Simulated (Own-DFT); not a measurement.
# Strain and stress in wurtzite GaN, 72 atoms (Ga36N36)

These are calculations, not measurements. They come from Own-DFT, an in-house plane-wave density functional program, since retired, whose code no person has reviewed. Each row is one single-point run on a periodic cell that was not relaxed, without spin or spin-orbit coupling.

Settings of every run: PBE; PseudoDojo norm-conserving scalar-relativistic files; cutoff 42 hartree; 4 x 4 x 3 k mesh centred on Gamma; Fermi-Dirac smearing of 0.1 eV.

Known limits: forces not confirmed at this smearing and k mesh; stress not checked against mesh or cutoff.

Unstrained cell vectors in Å: (9.567, 0.000, 0.000); (-4.784, 8.285, 0.000); (0.000, 0.000, 10.370). The unstrained cell has measured lattice constants (interpolated for alloys), not those of this functional. That, the random moves and any unrelaxed bonds set the pressure at no strain. Each run strains this cell uniformly, with the atoms carried along. Every atom was also moved at random, by a Gaussian of width 0.05 Å on each axis. Strain is the symmetric tensor, in per cent. Stress is positive in tension, and the pressure is minus a third of its trace.

```
run  e_xx (%)  e_yy (%)  e_zz (%)  e_yz (%)  e_xz (%)  e_xy (%)  s_xx (GPa)  s_yy (GPa)  s_zz (GPa)  s_yz (GPa)  s_xz (GPa)  s_xy (GPa)  P (GPa)  E (meV/atom)
  1      0.68     -1.24     -0.37     -0.01      0.44      1.99       -7.46      -11.62       -8.67       -0.04        0.54        5.14     9.25          27.6
  2     -1.40     -0.41     -0.12      1.60      0.73     -1.27      -14.88      -11.95       -8.73        2.86        2.49       -4.92    11.85          45.3
  3     -0.12     -1.97     -0.41      0.25     -1.97      1.84      -11.79      -17.24      -11.06       -0.42       -4.04        6.89    13.36          59.5
  4      1.50      1.36      0.87      0.03      0.32     -0.59       -1.46        0.87       -1.17       -0.38        0.68       -1.53     0.59          10.3
  5      1.96     -0.98     -0.88      1.80      1.08      1.43       -2.10       -9.80      -10.52        3.35        2.72        3.68     7.47          27.6
  6     -0.18      1.69      1.30      0.22      1.94     -1.82       -5.86       -0.28       -0.68        0.73        3.77       -4.87     2.28          14.3
  7     -0.85      1.15     -0.63      0.11     -1.76     -1.75      -10.66       -5.37      -10.01        0.52       -4.26       -5.20     8.68          34.3
  8      0.56     -0.79     -0.61     -1.98     -0.94     -1.53       -5.75      -10.70      -11.69       -5.59       -2.37       -5.53     9.38          25.8
  9      1.55      1.95      0.10      1.68      1.01      1.81        1.14        1.25       -7.06        3.31        1.94        6.15     1.56          29.0
 10     -0.15     -0.69     -0.04     -0.32      0.84      0.12       -9.32      -10.61       -8.48       -1.27        1.86        0.86     9.47          28.0
 11     -1.17      0.04     -0.89     -1.73     -1.24     -1.01      -13.02       -8.65      -14.85       -2.77       -2.19       -3.91    12.17          48.2
 12     -1.59     -1.63     -1.66      0.22      0.17      1.70      -20.62      -17.35      -19.08        0.71        0.55        6.19    19.02          78.4
 13      1.17      1.08      0.32      0.54      0.29      0.13       -1.17       -0.50       -5.35        0.96        0.51        1.15     2.34           0.0
 14     -1.26      0.31      0.31     -1.41     -0.57      1.39      -12.41       -5.72       -8.49       -2.87       -0.57        3.64     8.87          33.1
 15      0.80     -0.70      1.13     -0.67      1.91      0.56       -4.68       -9.31       -3.31       -2.61        4.16        2.28     5.77          35.6
 16      1.32     -0.79     -1.74     -1.82      1.96     -1.02           ?           ?           ?           ?           ?           ?        ?             ?
```

E is the free energy for each atom above the lowest run shown.

## Worked fit

Each stress component was fitted by least squares to a constant and the strains of the runs shown, as fractions, with shears doubled. Shear strains stay in the fit of a normal stress only where such slopes are resolved. The slopes, in GPa:

```
stress,at no strain,per e_xx,per e_yy,per e_zz,scatter
s_xx,-8.3,423 ± 26,132 ± 28,85 ± 45,1.10
s_yy,-7.6,114 ± 23,415 ± 25,73 ± 40,0.97
s_zz,-8.1,86 ± 28,38 ± 29,497 ± 47,1.15
```

Each shear stress against twice its own strain: yz 102 ± 7, xz 108 ± 7, xy 162 ± 11 GPa. These are stiffnesses along x, y and z of the frame in which the cell vectors are given, which need not be the crystal's axes. The atoms are held to the strained lattice; where symmetry lets them move under strain, relaxing them would lower some slopes. The table should be nearly symmetric about its diagonal, and what it lacks of that shows the noise. A ninth of its sum, 207 ± 6 GPa, estimates the bulk modulus near the mean pressure of these runs, 8.1 GPa, so it lies above the value at zero pressure.

## Withheld run

Question: what normal stresses and pressure should run 16 give?

The fit gives s_xx = -5.2, s_yy = -10.6, s_zz = -16.0 and P = 10.6 GPa. The calculation gave -3.61, -13.63, -16.39 and P = 11.21 GPa.
